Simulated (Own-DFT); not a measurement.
Simulation results for SiC (twinned 3C silicon carbide, atoms displaced), GaP (zincblende, strained, atoms displaced), SiC (4H silicon carbide, atoms displaced), GaN (wurtzite, strained, atoms displaced)

All values are calculated (Own-DFT development build). A calculation, not a measurement: plane-wave PBE density functional theory by an unreviewed code, no spin, of a simulated periodic cell, stress positive in tension, free energy of the whole cell less one offset for each atom, forces on such cells passed a denser k mesh, this cell's mesh not checked; offsets are fitted by least squares, one for each functional and potential file, so energies compare only between cells with the same atoms and settings and are not formation energies; the far tail of each file's local potential was reset to the Coulomb form; each entry is a single point on an unrelaxed cell, so the pressure reflects the starting lattice, mostly measured values (interpolated for alloys), from which strain is counted, and rises with the displacements; printed positions are rounded, which can move forces by about a meV/angstrom; the program, named Own-DFT, is a retired in-house code; no spin-orbit coupling.

Settings shared by all entries: functional PBE.

(1) SiC (twinned 3C silicon carbide, atoms displaced)

```
cell vectors (Å)
   4.3596    -4.3596     0.0000
   0.0000     4.3596    -4.3596
   8.7192     8.7192     8.7192
atoms (fractions of the cell vectors)
Si  0.99164  0.99989  0.44008
C   0.00705  0.00146  0.06391
Si  0.16636  0.33914  0.10246
C   0.16891  0.33284  0.22824
Si  0.33137  0.16700  0.27276
C   0.33249  0.16466  0.39447
Si  0.00010  0.49373  0.43558
C   0.99329  0.50556  0.06095
Si  0.16368  0.82668  0.10603
C   0.16420  0.83307  0.22670
Si  0.33599  0.66791  0.27590
C   0.33757  0.66681  0.39554
Si  0.50734  0.00849  0.43904
C   0.50135  0.01073  0.06272
Si  0.66986  0.33197  0.10232
C   0.66564  0.32475  0.23127
Si  0.83905  0.17450  0.27165
C   0.82030  0.16537  0.39505
Si  0.49043  0.50147  0.43463
C   0.50238  0.50317  0.06299
Si  0.66331  0.83940  0.10176
C   0.67012  0.83607  0.22884
Si  0.82092  0.66071  0.26912
C   0.83691  0.66836  0.39696
Si  0.00400  0.99696  0.93692
C   0.00707  0.00520  0.56290
Si  0.81937  0.65491  0.60472
C   0.83165  0.66686  0.72882
Si  0.66810  0.83841  0.77399
C   0.66323  0.83026  0.89452
Si  0.00927  0.50383  0.93764
C   0.00596  0.50632  0.56180
Si  0.83231  0.16806  0.60530
C   0.81957  0.16446  0.72824
Si  0.67004  0.33400  0.77476
C   0.66875  0.33962  0.89892
Si  0.50256  0.00287  0.93735
C   0.49946  0.00205  0.56194
Si  0.32707  0.67024  0.60398
C   0.34066  0.67923  0.72848
Si  0.17164  0.84228  0.77009
C   0.16547  0.82706  0.89653
Si  0.49667  0.49783  0.93705
C   0.49919  0.49019  0.56565
Si  0.33164  0.17226  0.60517
C   0.33474  0.17081  0.73042
Si  0.16924  0.34073  0.77321
C   0.16423  0.32616  0.89659
```

Here we set potential files PseudoDojo norm-conserving, scalar-relativistic, standard set, wave cutoff 42 hartree, occupations Fermi-Dirac, smearing width 0.1 eV and k mesh 5 x 5 x 2 centred on Gamma.

The calculation gives: free energy of cell above offsets -7.151 eV; pressure 3.66 GPa; stress xx -3.72 GPa; stress yy -3.25 GPa; stress zz -4.02 GPa; stress yz -0.44 GPa; stress xz -0.59 GPa; stress xy -0.73 GPa.

Force:
```csv
element,x (eV/Å),y (eV/Å),z (eV/Å)
Si,0.111,-1.18,-0.5
C,-0.98,0.384,-0.424
Si,0.368,-0.159,0.589
C,0.428,0.805,-0.249
Si,-0.867,-1.16,-0.133
C,-0.011,1.12,0.391
Si,0.293,1.331,-0.464
C,1.027,-1.164,0.59
Si,0.178,0.314,-1.338
C,0.957,0.673,1.387
Si,-1.712,-1.254,-1.798
C,-0.08,1.584,0.001
Si,-1.631,0.646,0.704
C,-0.769,-1.026,0.989
Si,0.181,1.812,0.141
C,-0.756,0.269,-1.253
Si,-0.626,-1.005,0.617
C,1.664,-1.229,-0.199
Si,2.115,-1.23,1.439
C,-0.405,0.192,-0.238
Si,1.079,-0.29,0.554
C,-0.547,0.681,-0.098
Si,1.448,-0.501,-0.222
C,-0.898,0.175,-0.024
Si,-0.158,0.629,0.853
C,-0.896,0.95,1.094
Si,1.567,-0.367,-1.355
C,0.634,0.365,0.246
Si,-1.006,-1.311,-0.618
C,1.01,0.617,0.28
Si,-0.915,0.405,0.6
C,-0.962,0.201,0.864
Si,-0.124,-0.443,-0.398
C,2.043,-0.404,0.058
Si,-0.883,0.384,-0.926
C,-0.105,-1.004,0.092
Si,-0.033,0.219,0.153
C,0.394,0.262,0.142
Si,1.091,-0.925,0.12
C,-0.341,0.206,1.066
Si,-0.581,-0.064,0.675
C,0.28,-0.2,-1.18
Si,0.657,0.329,0.048
C,-1.552,0.973,-2.088
Si,0.171,-0.767,1.122
C,0.156,0.497,-0.213
Si,-1.149,-0.618,-0.566
C,0.135,0.279,-0.53
```

(2) GaP (zincblende, strained, atoms displaced)

```
cell vectors (Å)
  10.8620     0.0000     0.0000
   0.0000    10.8620     0.0000
   0.0000     0.0000    10.9439
atoms (fractions of the cell vectors)
Ga  0.99808  0.00213  0.99783
Ga  0.99926  0.24900  0.25022
Ga  0.24797  0.00490  0.25050
Ga  0.24576  0.24645  0.00009
P   0.12391  0.12261  0.12213
P   0.12452  0.37741  0.37902
P   0.37557  0.12447  0.37519
P   0.37627  0.37217  0.12808
Ga  0.99919  0.00191  0.50403
Ga  0.99945  0.24820  0.75088
Ga  0.24845  0.00139  0.75406
Ga  0.25439  0.24864  0.50258
P   0.12503  0.12608  0.62789
P   0.12266  0.37271  0.87642
P   0.37382  0.12449  0.87964
P   0.37732  0.37206  0.62647
Ga  0.00098  0.49738  0.00368
Ga  0.99664  0.75071  0.25020
Ga  0.25003  0.50057  0.24957
Ga  0.25038  0.75185  0.00101
P   0.11955  0.62665  0.12430
P   0.12665  0.87436  0.37892
P   0.37014  0.62515  0.37130
P   0.37275  0.87523  0.12317
Ga  0.99590  0.49685  0.50288
Ga  0.00001  0.75702  0.75051
Ga  0.24776  0.49911  0.74526
Ga  0.25400  0.74770  0.50105
P   0.12368  0.62116  0.62655
P   0.12237  0.87467  0.87105
P   0.37011  0.62733  0.87619
P   0.37669  0.87687  0.62969
Ga  0.50446  0.00488  0.99842
Ga  0.50235  0.24994  0.24925
Ga  0.75209  0.99857  0.24876
Ga  0.75082  0.24890  0.00950
P   0.62746  0.12817  0.12520
P   0.62402  0.38057  0.37262
P   0.87477  0.12581  0.37372
P   0.87788  0.37501  0.12729
Ga  0.49963  0.00087  0.50223
Ga  0.49940  0.25593  0.75004
Ga  0.75161  0.00314  0.74990
Ga  0.75380  0.25226  0.49888
P   0.62662  0.12457  0.62226
P   0.62862  0.37231  0.87318
P   0.87751  0.12519  0.88038
P   0.87660  0.37017  0.62427
Ga  0.50053  0.50225  0.99702
Ga  0.49852  0.74959  0.24650
Ga  0.75261  0.50049  0.24966
Ga  0.74364  0.75153  0.00318
P   0.62480  0.62686  0.12327
P   0.62663  0.87714  0.37459
P   0.87426  0.62362  0.37913
P   0.87664  0.87489  0.12379
Ga  0.49857  0.50130  0.49895
Ga  0.50288  0.75029  0.75107
Ga  0.74818  0.49809  0.75607
Ga  0.74734  0.74254  0.49764
P   0.62258  0.62821  0.62471
P   0.62758  0.87391  0.87422
P   0.87460  0.62349  0.87299
P   0.87746  0.87695  0.62625
```

Settings of this run: potential files PseudoDojo norm-conserving, scalar-relativistic, standard set, wave cutoff 42 hartree, occupations Fermi-Dirac, smearing width 0.1 eV, hardware one NVIDIA H100 and k mesh 3 x 3 x 3 centred on Gamma.

The calculation gives: free energy of cell above offsets -35.222 eV; pressure 3.11 GPa; stress xx -3.31 GPa; stress yy -3.28 GPa; stress zz -2.73 GPa; stress yz 0.07 GPa; stress xz -0.15 GPa; stress xy -0.12 GPa; wall time 489.4 s.

Force:
```csv
element,x (eV/Å),y (eV/Å),z (eV/Å)
Ga,0.407,-0.665,0.165
Ga,0.503,0.046,0.219
Ga,0.058,-0.653,0.055
Ga,0.401,0.489,0.163
P,-0.256,0.208,0.446
P,0.19,-0.44,-0.323
P,0.2,0.138,-0.049
P,-0.262,0.297,-0.64
Ga,0.225,-0.041,-0.418
Ga,0.03,0.043,0.182
Ga,0.177,-0.026,-0.244
Ga,-0.499,0.071,-0.218
P,0.231,-0.034,-0.167
P,0.296,0.238,-0.196
P,0.27,0.357,-0.608
P,-0.23,0.685,-0.327
Ga,-0.21,0.3,-0.619
Ga,0.289,0.065,0.453
Ga,-0.471,-0.213,-0.241
Ga,-0.589,0.004,-0.113
P,0.613,-0.057,0.19
P,-0.234,0.17,-0.248
P,0.741,0.052,0.286
P,0.372,0.598,0.178
Ga,0.382,0.195,-0.021
Ga,-0.181,-1.054,-0.246
Ga,0.166,-0.225,0.692
Ga,-0.337,0.191,0.353
P,-0.231,0.689,-0.316
P,0.419,0.266,0.922
P,0.411,-0.361,-0.443
P,-0.191,-0.143,-0.241
Ga,-0.216,-0.608,0.154
Ga,-0.12,0.054,0.377
Ga,-0.012,0.117,0.046
Ga,0.359,0.408,-0.919
P,-0.28,-0.653,0.449
P,0.239,-0.531,0.277
P,0.094,-0.224,0.121
P,-0.266,0.054,0.068
Ga,0.042,-0.243,-0.18
Ga,0.268,-1.079,0.221
Ga,0.071,-0.144,0.118
Ga,-0.59,-0.098,-0.288
P,-0.112,0.51,0.363
P,-0.345,-0.044,0.87
P,-0.73,0.402,-0.497
P,-0.433,0.487,0.617
Ga,-0.192,-0.355,0.085
Ga,0.02,0.259,0.353
Ga,-0.166,0.233,-0.083
Ga,0.92,-0.147,-0.456
P,-0.083,-0.507,0.368
P,-0.325,-0.396,-0.034
P,0.229,-0.085,-0.528
P,-0.276,0.023,-0.081
Ga,-0.167,0.156,-0.016
Ga,-0.48,0.059,0.214
Ga,0.35,0.244,-1.01
Ga,0.182,1.069,0.312
P,0.141,-0.816,0.266
P,-0.163,0.542,0.006
P,0.105,0.406,0.573
P,-0.751,-0.288,-0.389
```

(3) SiC (4H silicon carbide, atoms displaced)

```
cell vectors (Å)
   6.1654     0.0000     0.0000
  -3.0827     5.3394     0.0000
   0.0000     0.0000    10.0681
atoms (fractions of the cell vectors)
Si  0.04272  0.01729  0.40482
Si  0.14718  0.28814  0.16027
C   0.97250  0.97414  0.09856
C   0.16681  0.34654  0.35698
Si  0.96085  0.47329  0.42104
Si  0.18854  0.85495  0.16269
C   0.00344  0.52341  0.10488
C   0.16925  0.81509  0.34358
Si  0.51243  0.04686  0.40780
Si  0.66279  0.32698  0.17775
C   0.48152  0.99502  0.08802
C   0.65212  0.32052  0.34298
Si  0.47942  0.48328  0.40911
Si  0.68813  0.85049  0.16438
C   0.50040  0.52467  0.09908
C   0.66124  0.80747  0.35182
Si  0.99601  0.99462  0.89059
Si  0.84629  0.69654  0.64437
C   0.99907  0.01330  0.59854
C   0.82157  0.67985  0.83193
Si  0.02862  0.50965  0.92712
Si  0.80639  0.15833  0.65962
C   0.99091  0.49906  0.58236
C   0.85213  0.17985  0.84901
Si  0.47947  0.00762  0.90425
Si  0.33509  0.65314  0.65951
C   0.48657  0.99655  0.57699
C   0.32355  0.68843  0.84557
Si  0.50494  0.53566  0.90837
Si  0.37767  0.18425  0.66479
C   0.45671  0.50706  0.59910
C   0.35201  0.18622  0.84736
```

Here we set potential files PseudoDojo norm-conserving, scalar-relativistic, standard set, wave cutoff 42 hartree, occupations Fermi-Dirac, smearing width 0.1 eV, hardware one NVIDIA H100 and k mesh 5 x 5 x 3 centred on Gamma.

The calculation gives: free energy of cell above offsets 6.960 eV; pressure 11.27 GPa; stress xx -8.26 GPa; stress yy -10.81 GPa; stress zz -14.75 GPa; stress yz 1.21 GPa; stress xz 3.07 GPa; stress xy 0.95 GPa; wall time 130 s.

Force:
```csv
element,x (eV/Å),y (eV/Å),z (eV/Å)
Si,-3.472,-2.743,1.649
Si,-0.473,5.842,0.222
C,4.878,2.679,-3.168
C,-1.225,-2.672,-2.796
Si,3.163,2.714,-6.259
Si,-2.213,-3.134,0.406
C,0.588,-2.849,0.894
C,-0.218,2.047,1.23
Si,1.352,-11.9,-0.294
Si,-0.568,1.893,-9.066
C,3.035,2.598,1.444
C,-0.697,5.814,2.544
Si,-0.094,3.212,0.969
Si,-5.684,-3.88,1.86
C,0.523,-2.86,0.017
C,0.456,3.977,-0.462
Si,0.555,0.998,1.793
Si,-0.719,-2.535,1.549
C,1.397,1.502,-1.117
C,1.552,-1.225,0.813
Si,-4.074,-1.3,-2.068
Si,2.513,1.426,-0.513
C,-0.923,0.234,7.165
C,-2.472,0.123,-0.28
Si,3.81,1.297,1.822
Si,-9.218,5.091,1.717
C,0.939,0.098,5.233
C,1.728,-0.651,-1.065
Si,1.473,-1.611,0.857
Si,-4.802,-0.13,-0.842
C,11.22,-5.057,-3.956
C,-2.326,1.001,-0.297
```

(4) GaN (wurtzite, strained, atoms displaced)

```
cell vectors (Å)
  12.7560     0.0000     0.0000
  -4.7835     8.2853     0.0000
   0.0000     0.0000    10.4996
atoms (fractions of the cell vectors)
Ga  0.08043  0.22439  0.99299
Ga  0.16702  0.11419  0.25310
N   0.09086  0.22356  0.18314
N   0.16686  0.10953  0.44282
Ga  0.08841  0.21732  0.50105
Ga  0.17593  0.12587  0.74866
N   0.08999  0.22361  0.69429
N   0.16626  0.11899  0.92506
Ga  0.08428  0.54939  0.00751
Ga  0.16602  0.44720  0.25294
N   0.09003  0.56638  0.17972
N   0.15466  0.44665  0.43750
Ga  0.09338  0.56956  0.49893
Ga  0.17190  0.44931  0.74936
N   0.07841  0.55247  0.68864
N   0.16241  0.44287  0.94282
Ga  0.08450  0.88844  0.00503
Ga  0.16184  0.77564  0.24303
N   0.08326  0.89625  0.19468
N   0.16904  0.78713  0.44293
Ga  0.08633  0.89555  0.49931
Ga  0.16477  0.76937  0.74851
N   0.08423  0.88786  0.69436
N   0.16887  0.79019  0.93565
Ga  0.33321  0.21899  0.99785
Ga  0.41731  0.12026  0.25280
N   0.33649  0.22803  0.18574
N   0.42385  0.12714  0.43378
Ga  0.33223  0.22640  0.49488
Ga  0.41088  0.09953  0.75312
N   0.32723  0.22095  0.69556
N   0.42814  0.12549  0.94788
Ga  0.33242  0.55063  0.99902
Ga  0.41705  0.43908  0.24908
N   0.33820  0.55880  0.18898
N   0.41078  0.44492  0.43355
Ga  0.33016  0.54773  0.50312
Ga  0.41454  0.43863  0.74862
N   0.33782  0.55852  0.68895
N   0.41295  0.44496  0.94149
Ga  0.33547  0.88218  0.99716
Ga  0.42165  0.78496  0.25047
N   0.34489  0.90366  0.19635
N   0.42041  0.77552  0.43881
Ga  0.33308  0.88664  0.49368
Ga  0.41534  0.77181  0.74700
N   0.32823  0.88907  0.68850
N   0.42042  0.78216  0.94586
Ga  0.58670  0.22257  0.99671
Ga  0.66769  0.10539  0.24957
N   0.58839  0.22591  0.18736
N   0.66711  0.11059  0.43254
Ga  0.58493  0.22826  0.50411
Ga  0.66624  0.10169  0.75309
N   0.58304  0.21530  0.69345
N   0.67491  0.12147  0.93975
Ga  0.57901  0.55327  0.00223
Ga  0.66721  0.43838  0.25890
N   0.57305  0.55047  0.19846
N   0.65800  0.44528  0.44487
Ga  0.58035  0.55506  0.50541
Ga  0.66906  0.44508  0.75169
N   0.58025  0.55694  0.68274
N   0.66494  0.45249  0.93339
Ga  0.57971  0.87956  0.00192
Ga  0.66423  0.77645  0.24675
N   0.58853  0.88492  0.18357
N   0.66845  0.77108  0.44013
Ga  0.58100  0.88451  0.49310
Ga  0.67405  0.78105  0.74754
N   0.58867  0.89646  0.68678
N   0.67205  0.78971  0.93134
Ga  0.82898  0.22344  0.00846
Ga  0.91816  0.10406  0.24435
N   0.83449  0.22576  0.19766
N   0.91670  0.10877  0.43492
Ga  0.82996  0.22028  0.49816
Ga  0.92091  0.11238  0.75244
N   0.83508  0.23018  0.68668
N   0.92037  0.11600  0.93271
Ga  0.83107  0.55434  0.00185
Ga  0.92098  0.45186  0.23489
N   0.83555  0.56632  0.19258
N   0.91862  0.43647  0.43539
Ga  0.83980  0.55887  0.50928
Ga  0.91385  0.43722  0.76094
N   0.84035  0.56066  0.69406
N   0.92607  0.45391  0.94381
Ga  0.83811  0.89513  0.99702
Ga  0.91582  0.77762  0.24711
N   0.83675  0.88717  0.18962
N   0.91727  0.77822  0.44386
Ga  0.83357  0.88084  0.49270
Ga  0.91998  0.77786  0.75370
N   0.83504  0.88921  0.68791
N   0.91699  0.77593  0.93342
```

Here we set potential files PseudoDojo norm-conserving, scalar-relativistic, standard set with the stringent files for Ga, wave cutoff 96 hartree, occupations Gaussian, smearing width 0.01 eV and k mesh 3 x 4 x 3 centred on Gamma.

Results for GaN (wurtzite, strained, atoms displaced): free energy of cell above offsets -5.144 eV; pressure 4.6 GPa; stress xx -6.32 GPa; stress yy -6 GPa; stress zz -1.48 GPa; stress yz -1.27 GPa; stress xz 0.35 GPa; stress xy 0.2 GPa.

Force:
```csv
element,x (eV/Å),y (eV/Å),z (eV/Å)
Ga,1.386,-0.454,0.734
Ga,0.732,0.475,-0.237
N,-1.463,0.366,0.201
N,0.405,0.631,-1.225
Ga,-2.654,0.769,0.518
Ga,-1.639,-3.426,0.357
N,-1.374,0.844,-1.433
N,0.633,-0.68,2.96
Ga,-0.002,1.791,-2.428
Ga,0.9,-0.07,-0.547
N,-0.132,-1.101,2.054
N,3.124,-0.897,-0.07
Ga,-2.554,-1.142,0.978
Ga,-1.19,-0.386,0.318
N,1.105,-0.203,0.035
N,1.088,0.934,-1.192
Ga,-0.769,1.033,-1.107
Ga,1.218,1.955,1.275
N,0.499,-0.627,-0.831
N,0.146,-0.395,-1.611
Ga,-0.506,-1.224,1.727
Ga,-1.158,0.797,0.376
N,0.224,0.774,-1.139
N,1.29,-1.316,0.757
Ga,-0.798,0.16,0.174
Ga,0.981,0.254,-0.779
N,-0.696,-1.294,0.044
N,-0.521,-1.452,1.172
Ga,0.938,-0.141,1.128
Ga,0.286,1.755,0.43
N,3.383,0.905,-2.203
N,-1.372,-2.354,-1.659
Ga,-0.823,0.481,1.066
Ga,-1.999,0.466,0.494
N,-0.965,0.011,0.021
N,0.536,-0.199,0.823
Ga,-0.823,0.73,-0.891
Ga,0.643,0.778,0.79
N,-0.427,-0.779,-0.207
N,0.916,-0.21,-1.029
Ga,-1.39,1.782,1.162
Ga,0.011,-0.912,-0.095
N,-1.176,-1.612,-1.067
N,-1.341,-0.475,-0.14
Ga,0.572,1.353,0.486
Ga,0.35,1.949,0.442
N,1.351,-1.002,-0.618
N,-0.156,-1.443,-1.802
Ga,0.54,1.207,0.962
Ga,-0.725,0.666,-0.046
N,0.064,-0.375,-0.071
N,-0.683,-0.344,0.729
Ga,0.559,-0.746,0.235
Ga,0.179,1.846,-0.005
N,-0.589,0.475,-0.259
N,-0.851,-1.549,-0.192
Ga,0.132,0.748,0.277
Ga,-0.633,0.754,-0.187
N,3.037,1.018,-1.803
N,2.072,0.233,-0.313
Ga,-0.542,0.039,-1.158
Ga,-0.321,-0.102,-0.899
N,0.469,-0.319,1.755
N,0.765,-0.47,1.05
Ga,1.019,1.595,-0.539
Ga,1.291,-0.82,1.093
N,-1.079,0.805,0.486
N,-1.075,0.573,-0.878
Ga,1.332,0.959,1.144
Ga,-1.02,-0.217,-0.304
N,-0.404,-2.147,-0.469
N,0.062,-1.223,1.094
Ga,1.603,0.391,-0.278
Ga,-0.005,1.448,1.138
N,0.803,-0.37,-1.583
N,0.523,-0.225,0.199
Ga,1.049,0.075,0.06
Ga,-0.604,0.07,-1.451
N,0.384,-1.502,0.292
N,-1.194,-0.185,1.331
Ga,-0.201,0.624,-0.279
Ga,-0.293,-0.334,2.508
N,0.023,-1.763,-1.04
N,-0.697,1.943,-0.451
Ga,0.069,-0.893,-0.947
Ga,0.213,0.873,-0.977
N,-0.679,-1.048,-0.017
N,-1.491,-1.212,0.455
Ga,0.016,-0.565,-0.022
Ga,0.294,0.663,1.614
N,-1.148,-0.189,-1.088
N,1.208,-0.519,-1.292
Ga,-0.826,1.483,1.291
Ga,-0.073,0.783,-0.821
N,0.645,0.33,-0.428
N,-0.012,0.314,1.876
```
